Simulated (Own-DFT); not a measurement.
# Strain and stress in wurtzite GaN, 96 atoms (Ga48N48)

All numbers below are calculated, not measured. They come from Own-DFT, an in-house plane-wave density functional program, since retired, whose code no person has reviewed. Each row is one single-point run on a periodic cell that was not relaxed, without spin or spin-orbit coupling.

Settings of every run: PBE; PseudoDojo norm-conserving scalar-relativistic files; cutoff 42 hartree; 3 x 4 x 3 k mesh centred on Gamma; Fermi-Dirac smearing of 0.1 eV.

Known limits: forces on such cells passed a denser k mesh, each cell not checked; stress not checked against mesh or cutoff.

Unstrained cell vectors in Å: (12.756, 0.000, 0.000); (-4.783, 8.285, 0.000); (0.000, 0.000, 10.370). The unstrained cell has measured lattice constants (interpolated for alloys), not those of this functional. That, the random moves and any unrelaxed bonds set the pressure at no strain. Each run strains this cell uniformly, with the atoms carried along. Every atom was also moved at random, by a Gaussian of width 0.05 Å on each axis. Strain is the symmetric tensor, in per cent. Stress is positive in tension, and the pressure is minus a third of its trace.

| run | e_xx (%) | e_yy (%) | e_zz (%) | e_yz (%) | e_xz (%) | e_xy (%) | s_xx (GPa) | s_yy (GPa) | s_zz (GPa) | s_yz (GPa) | s_xz (GPa) | s_xy (GPa) | P (GPa) | E (meV/atom) |
|---|---|---|---|---|---|---|---|---|---|---|---|---|---|---|
| 1 | 1.79 | 0.34 | 0.13 | -0.28 | -1.07 | 1.86 | 0.46 | -3.99 | -6.85 | -1.50 | -2.18 | 3.54 | 3.46 | 11.8 |
| 2 | 0.32 | 1.71 | -0.84 | 1.49 | -0.75 | -0.30 | -3.63 | -1.52 | -10.77 | 1.92 | -1.30 | -0.72 | 5.31 | 11.6 |
| 3 | -0.41 | 1.67 | -0.77 | 1.35 | 1.90 | -0.83 | -7.95 | -1.90 | -9.93 | 2.88 | 3.74 | -2.60 | 6.59 | 9.1 |
| 4 | 0.32 | -1.88 | 1.48 | -0.98 | -0.20 | -1.40 | -6.89 | -15.54 | -2.68 | -1.79 | 0.11 | -3.75 | 8.37 | 31.4 |
| 5 | -1.28 | -0.79 | 0.31 | -1.97 | 0.01 | -1.34 | -14.20 | -12.09 | -8.04 | -4.27 | -0.05 | -4.50 | 11.44 | 28.6 |
| 6 | 1.98 | -1.26 | 1.08 | 0.05 | -1.24 | -1.43 | -0.95 | -9.46 | -2.19 | 0.07 | -2.64 | -3.89 | 4.20 | 6.1 |
| 7 | -1.40 | 1.96 | 0.68 | 0.20 | 0.73 | 0.91 | -10.41 | -1.87 | -4.02 | 0.02 | 1.93 | 3.17 | 5.43 | 15.1 |
| 8 | -0.80 | -1.40 | -0.59 | 1.85 | -1.14 | -0.70 | -12.79 | -14.43 | -13.64 | 4.67 | -2.44 | -2.78 | 13.62 | 32.7 |
| 9 | -1.69 | -1.67 | -0.57 | -0.29 | -1.88 | 1.77 | -17.99 | -17.20 | -14.50 | -1.19 | -3.68 | 5.74 | 16.56 | 59.7 |
| 10 | 0.81 | 1.73 | 1.42 | -1.77 | -1.33 | -1.39 | -0.11 | 0.53 | -1.27 | -3.58 | -2.60 | -2.79 | 0.28 | 3.9 |
| 11 | -1.30 | -0.99 | -0.09 | 1.28 | -0.71 | 0.53 | -15.86 | -13.34 | -9.05 | 2.35 | -2.22 | 3.10 | 12.75 | 30.4 |
| 12 | 0.18 | 0.59 | 1.15 | -0.19 | 0.86 | -1.83 | -4.34 | -5.51 | -1.60 | -0.21 | 2.11 | -5.34 | 3.81 | 0.0 |
| 13 | -1.68 | -0.32 | -1.11 | -1.82 | -1.99 | 0.26 | -14.74 | -11.84 | -17.35 | -3.73 | -4.06 | 1.21 | 14.64 | 53.2 |
| 14 | -1.83 | 1.02 | 0.73 | -1.60 | -0.40 | -0.15 | -15.04 | -4.18 | -5.37 | -3.13 | -1.11 | -1.74 | 8.20 | 28.0 |
| 15 | 0.73 | 1.38 | -0.06 | -0.08 | -1.97 | -1.53 | -4.27 | -2.35 | -6.14 | -0.13 | -4.83 | -4.11 | 4.25 | 22.9 |
| 16 | 1.47 | -1.63 | 0.86 | -1.76 | 0.42 | -0.52 | -3.42 | -12.51 | -3.91 | -3.93 | 0.76 | -0.37 | 6.61 | 25.6 |
| 17 | 0.27 | 0.78 | -1.83 | 1.72 | 1.61 | 0.52 | ? | ? | ? | ? | ? | ? | ? | ? |

E is the free energy for each atom above the lowest run shown.

## Worked fit

Each stress component was fitted by least squares to a constant and the strains of the runs shown, as fractions, with shears doubled. Shear strains stay in the fit of a normal stress only where such slopes are resolved. The slopes, in GPa:

| stress | at no strain | per e_xx | per e_yy | per e_zz | scatter |
|---|---|---|---|---|---|
| s_xx | -7.7 | 430 ± 22 | 137 ± 19 | 64 ± 34 | 1.01 |
| s_yy | -8.0 | 110 ± 15 | 401 ± 13 | 47 ± 23 | 0.70 |
| s_zz | -8.4 | 76 ± 24 | 85 ± 20 | 496 ± 37 | 1.10 |

Each shear stress against twice its own strain: yz 106 ± 5, xz 107 ± 6, xy 139 ± 14 GPa. These are stiffnesses along x, y and z of the frame in which the cell vectors are given, which need not be the crystal's axes. The atoms are held to the strained lattice; where symmetry lets them move under strain, relaxing them would lower some slopes. The table should be nearly symmetric about its diagonal, and what it lacks of that shows the noise. A ninth of its sum, 205 ± 3 GPa, estimates the bulk modulus near the mean pressure of these runs, 7.8 GPa, so it lies above the value at zero pressure.

## Withheld run

Question: what normal stresses and pressure should run 17 give?

The fit gives s_xx = -6.7, s_yy = -5.4, s_zz = -16.6 and P = 9.6 GPa. The calculation gave -5.92, -5.79, -15.19 and P = 8.97 GPa.
